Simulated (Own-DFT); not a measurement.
## Calculated data, Hf36O71 (tetragonal hafnia with one neutral oxygen vacancy, atoms displaced)

A calculation, not a measurement: plane-wave PBE and HSE06 DFT by an unreviewed code, no spin, of a simulated cell at Gamma alone, so results move with cell size and shape, stress positive in tension, energies less offsets, not probed for a lower state with spin; hafnium file: forces about 75 meV/angstrom off all-electron values; oxygen file: force components 24 meV/angstrom off all-electron in a glass; k mesh not checked against a denser one; forces and stress are PBE's, HSE06 gives the energy alone, and its difference from PBE has offsets of its own; offsets are fitted by least squares, one for each functional and potential file, so energies compare only between cells with the same atoms and settings and are not formation energies; the far tail of each file's local potential was reset to the Coulomb form; each entry is a single point on an unrelaxed cell, so the pressure reflects the starting lattice, taken from the Materials Project, from which strain is counted, and rises with the displacements; printed positions are rounded, which can move forces by about a meV/angstrom; the program is a retired in-house code; no spin-orbit coupling. Program: Own-DFT development build.

Common to all runs: first functional PBE; second functional HSE06; exact exchange share 0.25; screening 0.11 1/bohr; exchange divergence Gygi-Baldereschi; potential files PseudoDojo norm-conserving, scalar-relativistic, made for PBE, standard set; wave cutoff 48 hartree; occupations fixed; k mesh 1 x 1 x 1 centred on Gamma.

```json
{"entry": 1, "formula": "Hf36O71", "kind": "tetragonal hafnia with one neutral oxygen vacancy, atoms displaced", "structure": {"cell_angstrom": [[10.78, 0.0, 0.0], [0.0, 10.78, 0.0], [0.0, 0.0, 10.4493]], "atoms_fractional": [["Hf", 0.9929, 0.99731, 0.99782], ["Hf", 0.16609, 0.15707, 0.23391], ["O", 0.99858, 0.16479, 0.14804], ["O", 0.17593, 0.99596, 0.35541], ["O", 0.00294, 0.16153, 0.4158], ["O", 0.17703, 0.99648, 0.09376], ["Hf", 0.0074, 0.00241, 0.49925], ["Hf", 0.16333, 0.17433, 0.74565], ["O", 0.98891, 0.16475, 0.65539], ["O", 0.17744, 0.01453, 0.85905], ["O", 0.00218, 0.15907, 0.91189], ["O", 0.16976, 0.00774, 0.59444], ["Hf", 0.99453, 0.33981, 0.0119], ["Hf", 0.17985, 0.49281, 0.25635], ["O", 0.99891, 0.50074, 0.15483], ["O", 0.16821, 0.3332, 0.36249], ["O", 0.00482, 0.49686, 0.40025], ["O", 0.16753, 0.33132, 0.10468], ["Hf", 0.98439, 0.34366, 0.50805], ["Hf", 0.17349, 0.50447, 0.75028], ["O", 0.99761, 0.4924, 0.65068], ["O", 0.15884, 0.33128, 0.85835], ["O", 0.99192, 0.49127, 0.91899], ["O", 0.1605, 0.33122, 0.59841], ["Hf", 0.01414, 0.66834, 0.00123], ["Hf", 0.16845, 0.83053, 0.23676], ["O", 0.00112, 0.82307, 0.16356], ["O", 0.15155, 0.67303, 0.34554], ["O", 0.9956, 0.82721, 0.40385], ["O", 0.16569, 0.64957, 0.10892], ["Hf", 0.00271, 0.65961, 0.50542], ["Hf", 0.15431, 0.83769, 0.75459], ["O", 0.99351, 0.82836, 0.66417], ["O", 0.17808, 0.6767, 0.84209], ["O", 0.00699, 0.83137, 0.88876], ["O", 0.16425, 0.66051, 0.59673], ["Hf", 0.32673, 0.00384, 0.00144], ["Hf", 0.51336, 0.16767, 0.24067], ["O", 0.34449, 0.16636, 0.15732], ["O", 0.48764, 0.98894, 0.34742], ["O", 0.32747, 0.17981, 0.41155], ["O", 0.51116, 0.00964, 0.10238], ["Hf", 0.33626, 0.00185, 0.50567], ["Hf", 0.49657, 0.1669, 0.7552], ["O", 0.50624, 0.99609, 0.84275], ["O", 0.33343, 0.16265, 0.90137], ["O", 0.50753, 0.00519, 0.59164], ["Hf", 0.33033, 0.33403, 0.00162], ["Hf", 0.49699, 0.49656, 0.25765], ["O", 0.33229, 0.50572, 0.16238], ["O", 0.50083, 0.34232, 0.34997], ["O", 0.33537, 0.49576, 0.4132], ["O", 0.5013, 0.32221, 0.09426], ["Hf", 0.33496, 0.34087, 0.50286], ["Hf", 0.50776, 0.48613, 0.74981], ["O", 0.33195, 0.49342, 0.65253], ["O", 0.50027, 0.33303, 0.85356], ["O", 0.3503, 0.49355, 0.91887], ["O", 0.4909, 0.32378, 0.59741], ["Hf", 0.33677, 0.66945, 0.01792], ["Hf", 0.49494, 0.84788, 0.24671], ["O", 0.34523, 0.83652, 0.15665], ["O", 0.49796, 0.6666, 0.34492], ["O", 0.33004, 0.83618, 0.40109], ["O", 0.49352, 0.67735, 0.10156], ["Hf", 0.33397, 0.65139, 0.5011], ["Hf", 0.5016, 0.82164, 0.76099], ["O", 0.32827, 0.84024, 0.64727], ["O", 0.50442, 0.6636, 0.8361], ["O", 0.33639, 0.84096, 0.90321], ["O", 0.50319, 0.67244, 0.59619], ["Hf", 0.66437, 0.00228, 0.00471], ["Hf", 0.82749, 0.16183, 0.25282], ["O", 0.66414, 0.17081, 0.13758], ["O", 0.84547, 0.99893, 0.34767], ["O", 0.67196, 0.15764, 0.40045], ["O", 0.84458, 0.00495, 0.11946], ["Hf", 0.66019, 0.99735, 0.49422], ["Hf", 0.8328, 0.17523, 0.74512], ["O", 0.6662, 0.16553, 0.6438], ["O", 0.83601, 0.99519, 0.86919], ["O", 0.67089, 0.17302, 0.91912], ["O", 0.83443, 0.99247, 0.60507], ["Hf", 0.67376, 0.3377, 0.99354], ["Hf", 0.83886, 0.49435, 0.24338], ["O", 0.66434, 0.51362, 0.15494], ["O", 0.83462, 0.33732, 0.34377], ["O", 0.65771, 0.49089, 0.41254], ["O", 0.82385, 0.32701, 0.10336], ["Hf", 0.66404, 0.33929, 0.49402], ["Hf", 0.83505, 0.50465, 0.7562], ["O", 0.65416, 0.50513, 0.6546], ["O", 0.81982, 0.32904, 0.83335], ["O", 0.66763, 0.50304, 0.89738], ["O", 0.83058, 0.34441, 0.60343], ["Hf", 0.67601, 0.66211, 0.99343], ["Hf", 0.82994, 0.83796, 0.24895], ["O", 0.65982, 0.83355, 0.15388], ["O", 0.83699, 0.68253, 0.34563], ["O", 0.65208, 0.82506, 0.38834], ["O", 0.83295, 0.66736, 0.103], ["Hf", 0.68082, 0.6715, 0.50115], ["Hf", 0.83366, 0.82799, 0.73036], ["O", 0.66224, 0.8366, 0.649], ["O", 0.84374, 0.67415, 0.85309], ["O", 0.66206, 0.83442, 0.90429], ["O", 0.82325, 0.67327, 0.58928]]}, "results": {"PBE_energy_of_cell_above_offsets [eV]": "-87.341", "HSE06_less_PBE_above_offsets [eV]": "0.615", "PBE_pressure [GPa]": 5.33, "PBE_stress_xx [GPa]": -6.69, "PBE_stress_yy [GPa]": -3.91, "PBE_stress_zz [GPa]": -5.38, "PBE_stress_yz [GPa]": 1.31, "PBE_stress_xz [GPa]": 0.48, "PBE_stress_xy [GPa]": 0.06, "force_element": ["Hf", "Hf", "O", "O", "O", "O", "Hf", "Hf", "O", "O", "O", "O", "Hf", "Hf", "O", "O", "O", "O", "Hf", "Hf", "O", "O", "O", "O", "Hf", "Hf", "O", "O", "O", "O", "Hf", "Hf", "O", "O", "O", "O", "Hf", "Hf", "O", "O", "O", "O", "Hf", "Hf", "O", "O", "O", "Hf", "Hf", "O", "O", "O", "O", "Hf", "Hf", "O", "O", "O", "O", "Hf", "Hf", "O", "O", "O", "O", "Hf", "Hf", "O", "O", "O", "O", "Hf", "Hf", "O", "O", "O", "O", "Hf", "Hf", "O", "O", "O", "O", "Hf", "Hf", "O", "O", "O", "O", "Hf", "Hf", "O", "O", "O", "O", "Hf", "Hf", "O", "O", "O", "O", "Hf", "Hf", "O", "O", "O", "O"], "force_x [eV/angstrom]": [-0.607, 0.967, 0.329, -1.156, -0.598, -3.326, -1.044, 0.686, 1.53, -1.147, -0.618, -1.096, 1.689, -3.461, 0.774, -0.209, -1.138, -0.279, 3.604, -0.137, 0.037, 0.497, -0.268, 0.055, -2.736, 1.178, 0.155, 1.213, 0.502, 0.887, 0.357, 3.686, 2.832, -0.656, 0.633, 0.173, 3.353, -1.943, -1.944, 0.846, 0.877, -2.309, 0.035, -0.19, 0.359, 0.782, -1.469, 0.891, 1.717, 1.493, 0.454, -0.494, 0.111, -2.605, -2.722, 0.189, 0.527, -1.289, 2.401, 0.967, 2.887, -4.817, -1.006, -0.135, 1.515, 2.047, -1.199, -0.012, -0.169, -0.024, -0.879, 1.812, 0.951, 2.048, -0.948, -0.315, -1.588, 1.074, -1.742, 0.549, -0.031, -0.101, -0.185, -2.46, -1.08, 0.125, -0.188, 1.058, 1.658, -0.744, -1.057, 3.896, 0.572, 0.741, -1.875, -1.191, -0.693, 1.779, -0.749, 1.608, 1.089, -7.827, -3.505, 0.578, -0.544, 0.021, 5.707], "force_y [eV/angstrom]": [0.617, 0.766, 0.441, 0.613, 2.194, -0.027, -1.393, -0.596, 0.431, -1.858, 2.255, 0.445, -3.693, -0.218, -0.985, 0.287, 0.829, 0.28, -2.26, -1.183, 1.388, 1.464, 2.873, 0.041, 0.486, 0.645, 0.193, -1.901, 1.053, 1.467, 1.81, 2.375, -0.569, -2.919, 0.02, -0.595, -0.285, -0.042, -0.259, 5.336, -1.798, -0.233, -1.058, -1.287, 1.497, 2.055, 0.771, -2.039, 3.304, -0.592, -2.805, 1.015, 1.129, -4.109, 1.819, 0.743, -0.868, 2.09, 0.278, 0.349, -4.528, -0.29, -1.396, -1.763, -1.17, 6.036, 2.373, -0.285, -2.606, -1.484, -0.508, -1.114, -0.737, -0.323, 0.36, 1.831, -0.41, -1.619, -4.403, 0.611, 0.055, -1.077, -0.139, -0.759, 2.824, -0.913, -1.07, 3.543, 1.225, -3.389, -0.599, -0.524, 3.177, -0.467, 0.084, 2.572, -0.234, 0.686, -4.115, 1.687, -0.179, 0.483, 2.991, -0.626, -1.654, -1.073, -0.875], "force_z [eV/angstrom]": [-0.61, 3.662, 1.101, -2.353, -1.372, 2.345, -0.549, 0.325, 0.008, -1.705, -0.598, 1.855, 0.612, 1.904, -0.308, -2.454, 0.661, 0.179, -1.999, -0.273, 1.438, -0.759, -2.487, 1.242, 0.567, 4.511, -2.761, 0.16, 1.715, -1.34, -3.413, -0.587, -3.149, 1.298, 2.745, 0.862, -2.055, 1.157, -0.391, 1.483, 0.394, 0.256, -1.289, -0.992, 0.596, -0.042, 0.56, 0.173, -1.007, -0.812, 0.348, -2.97, 0.369, 0.462, 0.706, 0.913, -0.457, -1.014, 1.06, -2.058, 1.358, -2.748, -0.12, 0.434, -1.425, 0.477, -2.634, 1.417, 2.071, 0.982, -0.554, -1.336, -0.149, 2.39, 0.935, -1.68, -1.55, 1.285, 0.2, 1.309, -1.427, -2.457, -0.752, 1.05, 0.595, -0.149, 1.141, -1.321, -0.228, 1.933, -0.285, -0.803, 2.401, -0.504, -0.21, 2.218, 0.181, -1.116, 1.009, 1.84, -1.583, -4.173, 3.353, -0.466, -0.879, 0.014, 4.098]}}
{"entry": 2, "formula": "Hf36O71", "kind": "tetragonal hafnia with one neutral oxygen vacancy, atoms displaced", "structure": {"cell_angstrom": [[10.78, 0.0, 0.0], [0.0, 10.78, 0.0], [0.0, 0.0, 10.4493]], "atoms_fractional": [["Hf", 0.00098, 0.00612, 0.00566], ["Hf", 0.1659, 0.1657, 0.24415], ["O", 0.00205, 0.15566, 0.15649], ["O", 0.15465, 0.99605, 0.35231], ["O", 0.99481, 0.16355, 0.39531], ["O", 0.16314, 0.99376, 0.10192], ["Hf", 0.00646, 0.99237, 0.50534], ["Hf", 0.17609, 0.15827, 0.75391], ["O", 0.00558, 0.16705, 0.64525], ["O", 0.16704, 0.99685, 0.84797], ["O", 0.00074, 0.16903, 0.91801], ["O", 0.14794, 0.00569, 0.59877], ["Hf", 0.00558, 0.3529, 0.00345], ["Hf", 0.1661, 0.50403, 0.24945], ["O", 0.99206, 0.50311, 0.15753], ["O", 0.15599, 0.32981, 0.35455], ["O", 0.99801, 0.50033, 0.38944], ["O", 0.16816, 0.33798, 0.10385], ["Hf", 0.99512, 0.32908, 0.49522], ["Hf", 0.17263, 0.509, 0.7426], ["O", 0.00366, 0.50478, 0.64569], ["O", 0.15582, 0.32961, 0.84271], ["O", 0.9932, 0.49365, 0.90253], ["O", 0.17654, 0.31794, 0.60967], ["Hf", 0.98184, 0.66753, 0.00541], ["Hf", 0.15122, 0.83357, 0.23359], ["O", 0.99092, 0.83949, 0.14827], ["O", 0.15244, 0.66463, 0.3465], ["O", 0.99818, 0.83343, 0.40003], ["O", 0.17308, 0.66023, 0.09511], ["Hf", 0.01609, 0.66439, 0.48553], ["Hf", 0.16401, 0.83121, 0.73763], ["O", 0.99703, 0.84878, 0.65186], ["O", 0.15829, 0.65715, 0.84832], ["O", 0.98232, 0.83468, 0.90797], ["O", 0.17319, 0.66184, 0.58705], ["Hf", 0.32496, 0.01198, 0.00171], ["Hf", 0.50309, 0.17296, 0.24782], ["O", 0.33084, 0.16193, 0.15147], ["O", 0.49905, 0.99593, 0.33775], ["O", 0.33913, 0.15787, 0.40427], ["O", 0.49004, 0.00494, 0.09812], ["Hf", 0.34307, 0.99801, 0.49771], ["Hf", 0.49651, 0.17585, 0.75967], ["O", 0.3371, 0.1791, 0.64667], ["O", 0.49151, 0.00827, 0.84611], ["O", 0.33059, 0.16535, 0.90907], ["O", 0.50506, 0.00327, 0.60281], ["Hf", 0.34307, 0.3153, 0.99825], ["Hf", 0.50474, 0.50511, 0.25759], ["O", 0.33181, 0.4898, 0.14752], ["O", 0.50617, 0.32682, 0.34488], ["O", 0.35731, 0.5021, 0.41187], ["O", 0.5134, 0.34555, 0.11054], ["Hf", 0.33365, 0.3407, 0.50205], ["Hf", 0.49366, 0.47806, 0.75008], ["O", 0.3268, 0.50407, 0.65293], ["O", 0.50459, 0.33442, 0.85424], ["O", 0.32814, 0.49545, 0.89733], ["O", 0.50046, 0.32648, 0.59955], ["Hf", 0.32006, 0.66423, 0.99502], ["Hf", 0.49842, 0.85132, 0.25042], ["O", 0.32495, 0.83731, 0.15375], ["O", 0.48684, 0.66244, 0.34587], ["O", 0.33791, 0.84384, 0.39889], ["O", 0.51481, 0.65838, 0.10931], ["Hf", 0.33516, 0.67006, 0.48774], ["Hf", 0.49655, 0.84546, 0.74595], ["O", 0.32994, 0.84752, 0.64598], ["O", 0.49886, 0.66313, 0.86972], ["O", 0.32647, 0.82968, 0.90663], ["O", 0.511, 0.66994, 0.58836], ["Hf", 0.68016, 0.00053, 0.99554], ["Hf", 0.83931, 0.16554, 0.25807], ["O", 0.6613, 0.16111, 0.15685], ["O", 0.85071, 0.9939, 0.34898], ["O", 0.67693, 0.16045, 0.40604], ["O", 0.83391, 0.99055, 0.10891], ["Hf", 0.67795, 0.00478, 0.52129], ["Hf", 0.82462, 0.16775, 0.74235], ["O", 0.67928, 0.16566, 0.65526], ["O", 0.83191, 0.99381, 0.84372], ["O", 0.6628, 0.16901, 0.90524], ["O", 0.82976, 0.97683, 0.59474], ["Hf", 0.67928, 0.35272, 0.00248], ["Hf", 0.82599, 0.49684, 0.23714], ["O", 0.66465, 0.49391, 0.15229], ["O", 0.8347, 0.33635, 0.3569], ["O", 0.66308, 0.50708, 0.39905], ["O", 0.81931, 0.33036, 0.09812], ["Hf", 0.67232, 0.33684, 0.5172], ["Hf", 0.8407, 0.50087, 0.75373], ["O", 0.67494, 0.49506, 0.66274], ["O", 0.82112, 0.32289, 0.85629], ["O", 0.82686, 0.33166, 0.58131], ["Hf", 0.6891, 0.67076, 0.00529], ["Hf", 0.83616, 0.83073, 0.24571], ["O", 0.65891, 0.83591, 0.15635], ["O", 0.846, 0.66197, 0.34915], ["O", 0.6624, 0.82168, 0.39854], ["O", 0.83207, 0.66873, 0.08917], ["Hf", 0.67063, 0.66245, 0.49377], ["Hf", 0.8322, 0.81949, 0.75812], ["O", 0.68043, 0.83219, 0.65717], ["O", 0.83872, 0.66871, 0.83591], ["O", 0.68294, 0.82871, 0.90726], ["O", 0.8312, 0.67686, 0.60505]]}, "results": {"PBE_energy_of_cell_above_offsets [eV]": "-83.317", "HSE06_less_PBE_above_offsets [eV]": "0.736", "PBE_pressure [GPa]": 6.83, "PBE_stress_xx [GPa]": -9.31, "PBE_stress_yy [GPa]": -5.12, "PBE_stress_zz [GPa]": -6.05, "PBE_stress_yz [GPa]": 0.24, "PBE_stress_xz [GPa]": -1.99, "PBE_stress_xy [GPa]": -0.12, "force_element": ["Hf", "Hf", "O", "O", "O", "O", "Hf", "Hf", "O", "O", "O", "O", "Hf", "Hf", "O", "O", "O", "O", "Hf", "Hf", "O", "O", "O", "O", "Hf", "Hf", "O", "O", "O", "O", "Hf", "Hf", "O", "O", "O", "O", "Hf", "Hf", "O", "O", "O", "O", "Hf", "Hf", "O", "O", "O", "O", "Hf", "Hf", "O", "O", "O", "O", "Hf", "Hf", "O", "O", "O", "O", "Hf", "Hf", "O", "O", "O", "O", "Hf", "Hf", "O", "O", "O", "O", "Hf", "Hf", "O", "O", "O", "O", "Hf", "Hf", "O", "O", "O", "O", "Hf", "Hf", "O", "O", "O", "O", "Hf", "Hf", "O", "O", "O", "Hf", "Hf", "O", "O", "O", "O", "Hf", "Hf", "O", "O", "O", "O"], "force_x [eV/angstrom]": [-1.503, -0.767, -0.407, 0.658, -0.105, 0.069, -4.125, -2.653, -2.111, 0.051, 0.119, 6.943, 0.305, 0.423, 1.289, 1.363, 0.872, -0.309, 2.216, -1.716, -0.244, 0.459, -0.512, -0.869, 6.027, 3.009, 1.016, 1.992, 0.681, -4.501, -4.245, -0.362, 1.67, -0.084, 1.203, 0.003, 1.688, 0.496, -0.075, 0.056, -0.517, 0.74, -0.965, 1.135, 0.763, 0.026, 0.156, -0.223, -0.455, -1.31, -0.27, -0.289, -1.995, -2.062, -1.235, 0.089, 2.853, -0.461, 0.205, 0.186, 5.427, -0.704, -0.158, -0.33, -0.528, -0.629, 3.449, 1.115, 0.181, 0.416, -0.053, -2.468, -1.079, -1.389, 1.894, -1.337, -0.023, -0.179, -1.767, 5.922, -5.019, -0.515, -0.371, 2.652, -3.242, 0.173, 1.588, -0.148, 0.211, 4.937, -3.706, -0.242, -1.421, 0.546, 4.392, -11.61, -3.017, 2.452, -0.748, 0.289, 2.701, 1.021, 0.64, -4.634, 0.376, -0.533, 1.078], "force_y [eV/angstrom]": [0.334, -0.319, 0.463, 0.193, 1.063, 0.507, 0.921, 2.49, 0.581, -0.784, 0.354, -0.111, -5.093, -2.118, 0.012, 0.84, -0.757, -0.551, -0.465, -3.196, -0.562, 0.437, 3.233, 1.691, 0.479, 1.255, -1.769, 0.759, -1.476, 0.219, -0.487, 0.633, -1.835, 2.388, -1.014, 0.996, -5.608, -1.198, 0.991, 4.484, 1.692, -0.44, 0.858, -2.643, -1.736, -0.857, 0.109, -0.219, 6.773, -0.151, 0.641, 1.135, -0.802, -1.927, -2.867, 6.12, -0.513, -0.867, -1.354, 0.904, -0.337, -5.343, -0.466, 2.474, -1.905, -0.21, 1.245, -2.406, -0.54, -0.238, 1.017, 0.157, 0.516, -1.183, -0.618, 0.03, 0.573, 0.889, -1.674, -1.146, 0.141, 2.615, -0.324, 2.042, -0.953, -0.784, 0.795, 0.364, -2.234, 0.003, -0.003, -0.386, -0.909, 1.575, -0.202, -0.716, 1.863, 0.178, -0.009, 1.521, 0.012, 2.53, 5.158, 0.765, -5.185, 0.892, -1.421], "force_z [eV/angstrom]": [-1.179, 2.697, -0.326, -1.291, 0.946, -0.171, -3.138, -2.163, 1.158, 0.3, -0.453, 2.457, 0.444, -0.909, -2.214, -0.527, 1.473, -0.695, -0.56, 1.089, 0.223, 0.954, -1.074, -2.039, -3.51, 2.533, -1.316, -0.752, -0.351, 1.683, 0.623, 1.54, 0.765, -0.27, 0.639, 1.5, 1.895, 0.252, -1.051, 3.242, -0.323, -1.319, -0.352, -1.808, 2.224, -0.068, -3.557, 0.317, 3.994, -2.04, 1.593, 1.626, -0.748, -2.446, -0.278, -0.366, -1.271, 1.425, -0.245, 1.6, -0.296, -2.294, 0.019, 0.524, 0.375, -0.932, 0.165, 0.693, 0.473, -3.006, -1.078, 1.104, 1.323, 0.816, -0.12, -0.778, 0.949, -1.491, -4.101, 4.077, -1.824, 0.545, -0.293, 1.156, -1.474, 4.521, -0.909, -1.869, -0.094, 2.226, -5.461, -0.686, 0.325, -1.799, 4.201, -3.26, 3.613, -0.979, -1.806, 0.351, 5.537, 1.206, -3.475, 0.379, 4.41, -0.205, -1.134]}}
```
